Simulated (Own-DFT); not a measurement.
# Computed records: Si₃N₄ (beta silicon nitride, strained, atoms displaced)

All values are calculated (Own-DFT development build). A calculation, not a measurement: plane-wave PBE density functional theory by an unreviewed code, no spin, of a simulated periodic cell, stress positive in tension, free energy of the whole cell less one offset for each atom, forces on such cells moved up to 12 meV/angstrom on a denser k mesh; offsets are fitted by least squares, one for each functional and potential file, so energies compare only between cells with the same atoms and settings and are not formation energies; the far tail of each file's local potential was reset to the Coulomb form; each entry is a single point on an unrelaxed cell, so the pressure reflects the starting lattice, mostly measured values (interpolated for alloys), from which strain is counted, and rises with the displacements; printed positions are rounded, which can move forces by about a meV/angstrom; the program, named Own-DFT, is a retired in-house code; no spin-orbit coupling; before rounding, a Quantum ESPRESSO 7.3.1 run of the same cell and cutoff gave forces within 1 meV/angstrom rms on each cell, which checks the program and not the settings.

Common to all runs: functional PBE; potential files PseudoDojo norm-conserving, scalar-relativistic, standard set; wave cutoff 42 hartree; occupations Fermi-Dirac; smearing width 0.1 eV; k mesh 2 x 2 x 4 centred on Gamma.

(1) 
```xyz
112
Lattice="15.3044 -0.2784 -0.0147 -7.8933 13.2849 0.0544 -0.0056 0.0208 5.8511" Properties=species:S:1:pos:R:3:force_x:R:1:force_y:R:1:force_z:R:1 formula=Si3N4 free_energy_of_cell_above_offsets=-9.601 pressure=5.54 stress_xx=-3.28 stress_yy=-6.03 stress_zz=-7.32 stress_yz=1.42 stress_xz=0.97 stress_xy=-7.72
Si    -1.6277     5.0001     0.8034     -2.307      2.513      -1.65
Si     0.1947     2.6631     0.7373     -0.617     -1.087     -1.217
Si     1.2924     5.3481     0.8012       0.86     -0.633     -2.649
Si     5.4622     1.4206     2.1902     -2.619     -1.544      1.839
Si     3.5209     3.7681     2.2808      1.362      1.791     -1.016
Si     2.4093     1.1525     2.2134     -1.083     -1.133     -1.099
N      2.3560     0.1932     0.7433      0.044     -0.637      0.786
N      6.2348     1.7532     0.7605      1.252      1.366     -0.764
N      2.7548     4.2613     0.8075     -2.324      1.543     -0.171
N      1.2135     6.3289     2.1760      0.276     -0.606      0.967
N     -2.4911     4.6550     2.2300     -1.669     -0.728       -0.8
N      0.9074     2.1441     2.2170      1.799     -0.749     -1.071
N     -0.1285     4.3390     0.7788      2.634     -0.476      0.015
N      3.7871     2.1150     2.2153      1.597     -0.409      0.081
Si    -1.7074     5.1076     3.6558      0.097      0.766      1.076
Si     0.1315     2.6128     3.6189      1.601      2.084      2.796
Si     1.1995     5.3604     3.5832      2.353      0.723      3.503
Si     5.3805     1.4713     5.1687     -1.097      0.035       -1.9
Si     3.4971     3.8755     5.1458     -0.218     -1.516      0.336
Si     2.4231     1.0557     5.1238     -1.146      1.505       0.28
N      2.3717     0.1897     3.6401     -0.197      0.807       0.06
N      6.2170     1.9258     3.6460     -0.975     -0.769      1.062
N      2.7240     4.3591     3.6730     -1.715      0.831      0.024
N      1.2327     6.2907     5.1681      0.758      0.933     -1.329
N     -2.5581     4.6668     5.1170      2.427      0.991      1.298
N      0.9677     2.1535     5.1300       0.43     -0.177     -0.731
N     -0.1419     4.4012     3.6681     -0.307     -2.171     -0.209
N      3.7521     2.1189     5.1204      0.959      1.163      0.053
Si    -5.7336    11.7091     0.7690        5.9      1.596      1.385
Si    -3.7998     9.2395     0.7465      1.988        2.3      0.438
Si    -2.6396    12.0311     0.7362     -0.294     -1.349      1.831
Si     1.4068     7.9879     2.2134        0.8      4.227       0.13
Si    -0.3699    10.5157     2.2298     -1.771      1.001     -0.059
Si    -1.4187     7.7652     2.2049     -6.047     -1.471      0.132
N     -1.4548     6.8081     0.7650     -0.305     -1.906      0.368
N      2.2999     8.4638     0.7667      0.808     -0.116      1.281
N     -1.1372    10.9413     0.7186     -3.015      2.739      2.423
N     -2.6240    12.9539     2.3312      0.231      2.831     -4.389
N     -6.4728    11.3846     2.1889     -2.515     -1.471      1.967
N     -2.9928     8.8340     2.2668      3.357     -2.946     -4.325
N     -4.0283    10.9864     0.8339     -0.673      0.838      -0.51
N     -0.2509     8.8137     2.2298      5.799      1.259      0.163
Si    -5.7196    11.8114     3.6579      2.875     -2.875      1.449
Si    -3.7045     9.3054     3.5966     -1.506      2.197      5.604
Si    -2.6704    12.1058     3.7137     -1.531     -2.359      1.414
Si     1.5046     8.0954     5.1639     -1.239      0.123     -1.291
Si    -0.4558    10.5797     5.1429      1.533     -1.533     -2.564
Si    -1.4747     7.7340     5.1681     -0.367      2.649     -0.744
N     -1.5444     6.8484     3.6566      0.188     -1.201      0.716
N      2.3409     8.6280     3.6389     -4.942     -3.598     -0.274
N     -1.3374    11.0629     3.6545      3.289     -1.286       0.53
N     -2.7617    13.0503     5.1671      0.876     -0.157       0.45
N     -6.4108    11.3595     5.2299     -4.105     -1.729     -4.512
N     -2.8438     8.9270     5.2022      -0.18     -1.891     -1.454
N     -4.0157    11.0074     3.7215     -1.941      1.401     -0.197
N     -0.1050     8.8598     5.1181      0.151     -1.797     -0.052
Si     5.9129     4.9444     0.7105      1.307      0.709      0.744
Si     7.7909     2.5352     0.7862      1.304      -0.58     -0.432
Si     8.9949     5.2332     0.7365     -2.216      1.374      0.263
Si    13.0978     1.2989     2.2229      -2.66      0.085     -1.648
Si    11.1320     3.7935     2.1799      2.266     -3.258      0.951
Si    10.0375     0.8544     2.1778      0.475      3.713      2.844
N     10.0563     0.0062     0.7763      0.485      2.812      -2.74
N     13.8523     1.7223     0.6317      1.118      0.239      3.469
N     10.3191     4.1977     0.7864      1.413     -0.329     -2.832
N      8.9522     6.1959     2.2169      0.174     -0.182     -0.347
N      5.1114     4.6049     2.1975      -0.97     -1.079      0.074
N      8.6563     2.0319     2.2774      0.481     -1.186     -2.473
N      7.5546     4.2305     0.7712     -0.504      0.574     -0.106
N     11.4077     1.9588     2.2067      0.906      0.992     -0.376
Si     5.9903     4.9925     3.6129     -1.317     -1.098      1.543
Si     7.8132     2.4663     3.6428      0.367      2.173      2.667
Si     8.9444     5.2482     3.6887      0.021     -0.742     -1.234
Si    13.0100     1.3081     5.1404      0.561      -1.58     -2.383
Si    11.2579     3.6859     5.1385     -3.277      1.836     -0.638
Si    10.1518     0.9842     5.1369     -3.255     -0.552     -0.923
N     10.0661    -0.0451     3.6539      0.298      2.444      0.896
N     13.9109     1.7297     3.6452     -2.462     -1.029      1.063
N     10.3938     4.2044     3.6192     -1.134      1.006      2.663
N      8.8831     6.2085     5.0895      0.553     -0.411      1.452
N      5.0807     4.4801     5.1656      1.304      1.023     -1.884
N      8.6371     2.0217     5.1732       0.64     -0.574     -0.382
N      7.5028     4.2671     3.7238      2.104     -1.272     -0.377
N     11.4625     2.0391     5.0784      0.325     -1.833      0.381
Si     2.0425    11.6904     0.7876      0.488      -6.09     -2.418
Si     3.9755     9.1360     0.8047     -3.023      2.139     -2.809
Si     5.0338    11.9694     0.7551     -1.013     -2.992      3.417
Si     9.1163     7.9321     2.2062     -0.285      0.229      0.562
Si     7.2318    10.3562     2.1775     -0.029      0.252      0.588
Si     6.0545     7.6104     2.2942      1.708      2.498     -4.361
N      6.1015     6.7320     0.7096     -0.563     -2.032        2.4
N      9.9587     8.3456     0.7719      -2.23     -1.302     -1.627
N      6.3791    10.8640     0.7106      0.357      0.194       1.64
N      4.9629    12.8488     2.3201      0.879      2.289     -3.558
N      1.1822    11.2167     2.1625     -0.182     -0.325      1.715
N      4.7398     8.7791     2.2480          2     -2.519      -1.03
N      3.6684    10.8966     0.7459     -0.907     -0.036      0.313
N      7.5031     8.6590     2.1824     -0.029     -0.999      0.167
Si     2.0075    11.5611     3.6790      0.448     -1.506     -0.244
Si     3.8964     9.0943     3.6333     -0.245      4.545      0.761
Si     4.8760    11.9549     3.6920      2.159     -3.648      0.478
Si     9.1038     7.9073     5.0359     -0.902      1.181      3.871
Si     7.1920    10.3622     5.2015      1.296      0.605     -3.769
Si     6.1502     7.6222     5.1605     -2.142      1.435     -1.925
N      6.1024     6.7095     3.6271     -0.139     -1.513      3.398
N      9.9875     8.3433     3.7412       0.09      0.184      -3.29
N      6.4149    10.8491     3.5909     -0.717       1.04      2.599
N      4.9723    12.7442     5.1817      0.144      5.706     -1.931
N      1.1899    11.1779     5.1077     -0.102      0.506      1.615
N      4.5841     8.6710     5.0627      3.575     -2.005      3.271
N      3.5896    10.8867     3.6128     -0.066     -1.124      0.327
N      7.4686     8.6590     5.1037      1.585      0.118      0.123
```

Units: free_energy_of_cell_above_offsets in eV; pressure, stress_xx, stress_yy, stress_zz, stress_yz, stress_xz, stress_xy in GPa; force_x, force_y, force_z in eV/Å.

(2) 
```xyz
112
Lattice="15.0712 0.2902 -0.1556 -7.2842 13.0660 -0.0162 -0.0595 -0.0415 5.8166" Properties=species:S:1:pos:R:3 formula=Si3N4
Si    -1.5097     5.1031     0.7357
Si     0.1846     2.6832     0.6778
Si     1.4170     5.4675     0.6401
Si     5.4311     1.5697     2.0676
Si     3.5569     3.9701     2.0500
Si     2.3414     1.1652     2.1744
N      2.4490     0.2109     0.7327
N      6.2201     2.1687     0.6541
N      2.8361     4.4420     0.7124
N      1.4337     6.4365     2.1354
N     -2.3010     4.5340     2.2688
N      0.9947     2.2620     2.0920
N      0.0639     4.3691     0.7229
N      3.7813     2.2525     2.0302
Si    -1.4515     5.1034     3.6088
Si     0.2162     2.6670     3.4821
Si     1.3976     5.4252     3.4429
Si     5.3853     1.5438     5.0304
Si     3.5712     3.9365     5.0350
Si     2.3611     1.2081     5.0795
N      2.3111     0.1940     3.6222
N      6.1576     2.0583     3.5527
N      2.7283     4.5080     3.5926
N      1.4770     6.2940     5.0139
N     -2.2970     4.5016     5.0384
N      0.9962     2.1550     5.1711
N      0.0740     4.3314     3.6439
N      3.7785     2.2875     5.0844
Si    -5.1734    11.6214     0.7340
Si    -3.3737     9.2228     0.6723
Si    -2.1942    12.0660     0.6896
Si     1.7580     8.1495     2.0543
Si     0.0146    10.5107     2.1349
Si    -1.2782     7.7687     2.0718
N     -1.1927     6.8177     0.7389
N      2.4544     8.6949     0.6210
N     -0.8450    11.0564     0.6658
N     -2.1611    13.0206     2.0653
N     -5.8532    11.0801     2.1068
N     -2.6029     8.6722     2.1235
N     -3.5181    10.8487     0.6506
N      0.1430     8.8325     2.1276
Si    -5.1981    11.6268     3.6260
Si    -3.4682     9.1820     3.5845
Si    -2.1809    12.0027     3.5513
Si     1.7453     8.1972     4.9828
Si    -0.0114    10.4508     4.9766
Si    -1.2885     7.7011     5.0551
N     -1.3703     6.7723     3.6458
N      2.4982     8.6084     3.3987
N     -0.8401    11.0458     3.5729
N     -2.2450    12.8958     5.0322
N     -5.9987    11.0129     4.9960
N     -2.7168     8.6062     5.1135
N     -3.5671    10.8809     3.5281
N      0.0837     8.7380     5.0040
Si     6.0276     5.2272     0.6907
Si     7.7867     2.7782     0.5785
Si     8.9738     5.6508     0.6257
Si    12.8971     1.7993     2.0371
Si    11.1651     4.1443     1.9891
Si     9.9221     1.2657     2.0497
N      9.8993     0.3527     0.5811
N     13.6352     2.3231     0.6157
N     10.4577     4.6599     0.6438
N      8.9333     6.4568     1.9643
N      5.1526     4.5843     2.0891
N      8.5840     2.3464     2.0192
N      7.6081     4.5236     0.6430
N     11.2553     2.3428     2.1051
Si     5.9196     5.2170     3.4622
Si     7.7407     2.7219     3.6427
Si     8.9622     5.5810     3.4724
Si    12.8298     1.7777     4.9836
Si    11.0898     4.0620     4.8048
Si     9.8821     1.2599     4.9206
N      9.8761     0.3417     3.5030
N     13.6970     2.2410     3.4497
N     10.3390     4.6563     3.5266
N      8.9331     6.5757     5.0006
N      5.2442     4.6977     5.0358
N      8.5401     2.3366     5.0388
N      7.6004     4.5889     3.4370
N     11.2913     2.4474     4.8462
Si     2.3110    11.7041     0.6784
Si     4.1745     9.4583     0.7024
Si     5.3182    12.2075     0.5489
Si     9.2912     8.3214     2.0207
Si     7.4858    10.6769     1.9666
Si     6.3982     7.8269     1.9422
N      6.3242     6.8904     0.6590
N     10.1064     8.8225     0.5433
N      6.6585    11.0956     0.5752
N      5.4021    13.0806     1.9963
N      1.5636    11.2195     2.0554
N      5.0211     8.8697     2.0640
N      4.0156    11.0740     0.5318
N      7.7585     8.8918     2.0340
Si     2.3245    11.7236     3.5034
Si     4.0506     9.2564     3.6110
Si     5.4137    12.2007     3.5135
Si     9.1550     8.2134     5.0051
Si     7.3964    10.5998     4.9751
Si     6.2552     7.7589     4.9292
N      6.2302     6.8833     3.4857
N     10.0938     8.6695     3.4689
N      6.6663    11.1589     3.5613
N      5.3621    12.9606     4.9737
N      1.4789    11.1891     5.0071
N      4.9490     8.8478     4.9251
N      3.9143    11.0966     3.5440
N      7.6518     8.9248     4.9750
```

To be estimated
1. Give the missing pressure for Si₃N₄ (beta silicon nitride, strained, atoms displaced) (entry 2).
2. Give the table of force values for Si₃N₄ (beta silicon nitride, strained, atoms displaced) (entry 2).

Calculated values
1. 10 GPa
2. 
Force:
```csv
element,x (eV/Å),y (eV/Å),z (eV/Å)
Si,-0.615,-1.284,-0.394
Si,-0.593,0.981,-0.03
Si,0.05,-0.45,0.203
Si,-2,3.049,0.291
Si,1.05,-1.806,4.361
Si,2.422,1.032,-0.826
N,-0.716,1.326,-0.742
N,-0.642,-1.801,-0.693
N,-2.185,1.709,-3.646
N,0.354,0.567,-2.554
N,-0.544,0.284,-2.727
N,1.619,-2.09,0.398
N,-0.071,1.454,0.058
N,-0.591,-1.054,1.198
Si,-1.267,-1.671,1.882
Si,-0.875,0.001,4.383
Si,-1.55,0.887,3.973
Si,-1.824,0.703,-0.188
Si,0.695,2.461,-0.385
Si,2.04,-0.994,0.833
N,-0.013,3.271,0.26
N,0.838,-0.629,0.875
N,4.099,-2.946,-1.208
N,0.104,3.381,-1.141
N,-1.212,0.286,0.849
N,-1.039,0.134,-3.625
N,0.043,1.462,-0.8
N,-0.198,-2.72,-0.921
Si,2.801,-2.016,-3.864
Si,-0.864,-1.019,1.182
Si,-1.595,-2.951,-1.333
Si,-3.956,-1.606,-1.894
Si,-2.849,0.476,-1.459
Si,3.113,-0.71,3.663
N,-0.291,-1.776,-2.123
N,3.998,1.274,0.322
N,2.784,-1.394,-0.204
N,0.082,-2.257,2.044
N,-4.586,-0.942,2.465
N,-2.861,1.955,0.855
N,-1.019,4.735,0.247
N,0.117,-1.212,-0.093
Si,1.268,-3.46,-0.451
Si,1.044,-0.713,0.633
Si,-2.734,-0.12,-0.261
Si,-2.649,-3.677,-1.661
Si,-3.494,0.382,1.876
Si,0.239,-0.23,0.415
N,0.875,0.977,-2.098
N,1.819,0.628,5.221
N,2.514,-1.323,-0.674
N,0.5,1.723,-0.688
N,-1.282,0.644,2.233
N,0.869,0.275,-2.522
N,-0.239,1.965,0.42
N,0.985,0.637,-0.22
Si,0.716,-2.589,-0.758
Si,-0.545,3.418,3.576
Si,-0.037,-4.129,-4.078
Si,-1.972,-1.399,0.417
Si,0.884,-1.409,3.12
Si,0.064,1.799,-0.474
N,-0.066,-0.182,-0.218
N,1.393,-0.317,-1.033
N,-1.776,0.66,-4.693
N,0.872,5.487,5.246
N,0.624,1.673,-0.616
N,-0.433,-1.056,2.581
N,0.588,-0.074,-0.6
N,1.13,1.228,-0.76
Si,2.194,-1.906,2.434
Si,-0.302,3.94,-4.984
Si,-1.792,1.561,0.52
Si,0.931,-0.952,-1.739
Si,2.699,3.224,5.275
Si,1.631,1.236,1.514
N,-0.675,0.203,-0.115
N,0.767,-0.694,1.887
N,0.111,-0.188,-3.525
N,0.049,-2.408,-1.24
N,-2.591,-0.179,-1.509
N,1.878,-1.723,-1.6
N,-1.618,-2.861,1.079
N,-1.707,-4.471,0.69
Si,2.977,0.255,-3.276
Si,0.41,-2.956,-1.496
Si,-0.447,-2.855,2.561
Si,1.838,-2.308,-0.787
Si,1.66,-1.189,2.879
Si,-0.101,2.387,5.226
N,-0.663,-0.624,-4.063
N,-0.487,-0.83,1.16
N,0.004,0.678,0.135
N,0.329,1.419,1.186
N,-0.806,0.117,1.717
N,-1.683,0.414,0.81
N,-2.465,2.225,0.848
N,-2.802,2.279,-0.119
Si,1.364,-1.293,1.742
Si,2.058,3.272,-3.698
Si,-3.872,-1.712,-2.285
Si,2.798,1.913,-1.611
Si,2.601,0.079,-1.067
Si,1.64,1.06,0.727
N,-0.137,0.827,-1.317
N,-0.605,-0.256,1.053
N,2.437,-1.502,-3.031
N,0.267,6.439,-1.208
N,1.68,1,-0.966
N,-1.317,-0.199,3.348
N,0.74,-1.185,-0.37
N,-2.403,-1.151,-0.209
```

Further results for Si₃N₄ (beta silicon nitride, strained, atoms displaced) (entry 2):

* free energy of cell above offsets: -6.948 eV
* stress xx: -9.89 GPa
* stress yy: -8.86 GPa
* stress zz: -11.25 GPa
* stress yz: -2.47 GPa
* stress xz: -4.43 GPa
* stress xy: 6.87 GPa
